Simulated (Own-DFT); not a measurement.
# Strain and stress in 2H SiC, 72 atoms (C36Si36)

All numbers below are calculated, not measured. They come from Own-DFT, an in-house plane-wave density functional program, since retired, whose code no person has reviewed. Each row is one single-point run on a periodic cell that was not relaxed, without spin or spin-orbit coupling.

Settings of every run: PBE; PseudoDojo norm-conserving scalar-relativistic files; cutoff 42 hartree; 4 x 4 x 3 k mesh centred on Gamma; Fermi-Dirac smearing of 0.1 eV.

Known limits: forces on such cells passed a denser k mesh, each cell not checked; stress not checked against mesh or cutoff.

Unstrained cell vectors in Å: (9.248, 0.000, 0.000); (-4.624, 8.009, 0.000); (0.000, 0.000, 10.068). The unstrained cell has measured lattice constants (interpolated for alloys), not those of this functional. That, the random moves and any unrelaxed bonds set the pressure at no strain. Each run strains this cell uniformly, with the atoms carried along. Every atom was also moved at random, by a Gaussian of width 0.05 Å on each axis. Strain is the symmetric tensor, in per cent. Stress is positive in tension, and the pressure is minus a third of its trace.

```
run,e_xx (%),e_yy (%),e_zz (%),e_yz (%),e_xz (%),e_xy (%),s_xx (GPa),s_yy (GPa),s_zz (GPa),s_yz (GPa),s_xz (GPa),s_xy (GPa),P (GPa),E (meV/atom)
1,-1.66,0.59,-0.90,-0.78,-0.36,-1.12,-13.74,-2.19,-14.18,-2.08,-1.16,-4.49,10.04,32.3
2,-0.25,0.77,0.91,-1.15,0.24,0.94,-4.11,-0.58,-0.92,-4.66,1.58,4.57,1.87,0.0
3,0.81,1.03,-0.66,0.36,0.55,-0.26,0.52,2.06,-11.32,2.22,1.94,-1.21,2.91,20.5
4,-1.88,-0.30,0.30,-1.32,1.88,-0.38,-15.55,-7.60,-6.93,-5.81,5.84,-1.26,10.03,28.3
5,0.10,-0.35,-0.10,1.96,-1.19,-1.40,-3.92,-7.20,-8.95,6.68,-3.17,-7.00,6.69,42.0
6,1.31,-0.95,0.24,0.68,-1.12,-1.87,1.66,-9.14,-5.52,1.39,-4.26,-9.67,4.33,33.0
7,1.81,1.73,-1.43,0.78,-0.68,-0.47,4.46,6.74,-15.67,2.81,-2.49,-2.25,1.49,48.3
8,1.00,-0.86,0.12,0.59,1.02,1.06,0.06,-6.52,-8.56,2.40,2.98,4.61,5.01,25.2
9,-0.74,1.85,-0.78,-0.84,-0.83,0.20,-8.88,6.04,-13.21,-4.18,-2.60,-1.26,5.35,52.1
10,-1.35,-1.25,-1.15,-1.20,-0.30,0.14,-13.57,-13.30,-16.33,-5.12,-1.41,1.31,14.40,35.3
11,-0.20,0.95,-1.51,-1.88,-0.45,-1.10,-5.06,0.54,-19.16,-7.07,-0.94,-5.29,7.89,57.3
12,-0.31,1.58,-0.73,-0.60,0.69,-1.06,-5.21,4.32,-12.91,-1.79,3.34,-4.56,4.60,31.1
13,1.17,-0.94,0.44,-0.14,0.61,-0.73,0.94,-8.50,-4.27,0.10,1.89,-3.61,3.94,18.1
14,-1.53,-0.14,0.82,-1.47,0.31,-0.52,-12.71,-5.56,-4.62,-4.31,1.27,-2.09,7.63,30.5
15,-0.67,1.52,0.53,1.69,1.73,-0.46,-8.09,2.31,-3.49,5.06,6.03,-3.53,3.09,42.5
16,-1.99,1.86,0.69,1.63,-0.81,1.02,-14.47,4.36,-3.54,5.02,-2.00,2.54,4.55,35.7
17,0.38,0.11,1.13,-1.74,-0.15,-0.65,?,?,?,?,?,?,?,?
```

E is the free energy for each atom above the lowest run shown.

## Worked fit

Each stress component was fitted by least squares to a constant and the strains of the runs shown, as fractions, with shears doubled. Shear strains stay in the fit of a normal stress only where such slopes are resolved. The slopes, in GPa:

```
stress,at no strain,per e_xx,per e_yy,per e_zz,scatter
s_xx,-4.8,542 ± 15,55 ± 17,44 ± 24,0.71
s_yy,-4.4,87 ± 18,557 ± 20,5 ± 27,0.83
s_zz,-8.0,55 ± 18,45 ± 20,686 ± 28,0.83
```

Each shear stress against twice its own strain: yz 173 ± 12, xz 161 ± 7, xy 224 ± 13 GPa. These are stiffnesses along x, y and z of the frame in which the cell vectors are given, which need not be the crystal's axes. The atoms are held to the strained lattice; where symmetry lets them move under strain, relaxing them would lower some slopes. The table should be nearly symmetric about its diagonal, and what it lacks of that shows the noise. A ninth of its sum, 231 ± 5 GPa, estimates the bulk modulus near the mean pressure of these runs, 5.9 GPa, so it lies above the value at zero pressure.

## Withheld run

Question: what normal stresses and pressure should run 17 give?

The fit gives s_xx = -2.2, s_yy = -3.4, s_zz = 0.0 and P = 1.9 GPa. The calculation gave -1.48, -2.03, -1.72 and P = 1.74 GPa.
